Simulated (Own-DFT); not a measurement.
# A change of arrangement and its cost: Ga32P32, 64 atoms

Calculated results; nothing here was measured. The program, named Own-DFT, is a retired in-house plane-wave density functional code that no person has reviewed. Each row is one single-point run on a periodic cell that was not relaxed, without spin or spin-orbit coupling.

Settings of every run: PBE; PseudoDojo norm-conserving scalar-relativistic files; cutoff 42 hartree; 3 x 3 x 3 k mesh centred on Gamma; Fermi-Dirac smearing of 0.1 eV.

Known limits, some of them of some rows only: not probed for a lower state with spin; forces on such cells failed a check on a denser k mesh; forces on such cells passed a denser k mesh, each cell not checked; stress not checked against mesh or cutoff.

All cells hold the same atoms in the same cell, with vectors in Å (10.901, 0.000, 0.000); (0.000, 10.901, 0.000); (0.000, 0.000, 10.901). Every atom was moved at random from its ideal site; u is the rms move along one axis. The defect's site can differ from row to row. E is the free energy of the cell above the lowest run. The arrangements:

- A: zincblende GaP
- B: zincblende GaP, with one Ga on a P site and one P on a Ga site, 2.4 Å apart

```
arrangement,u (Å),E (eV),P (GPa)
A,0.0191,0.003,2.72
A,0.0192,0.000,2.70
A,0.0213,0.124,2.75
A,0.0493,2.115,3.18
A,0.0505,2.313,3.22
A,0.0507,1.982,3.12
B,0.0288,3.549,2.98
B,0.0289,3.688,2.98
B,0.0340,4.106,3.10
B,0.0484,5.171,3.36
B,0.0508,5.801,3.44
B,0.0522,5.627,3.42
```

Question: once the cost of the random moves is taken out, how do the arrangements rank?

## Worked answer

Fit E = a + b u², with one b for all and one a for each arrangement, and with residuals divided by u², since the noise grows with the moves. Then b = 1040 eV/Å², the scatter at u = 0.04 Å is 0.13 eV, and against A:

- B: 3.17 ± 0.05 eV (higher)

These are energies of unrelaxed cells. Relaxing the atoms lowers the strained arrangements most, so the gaps would shrink and small ones could change sign.
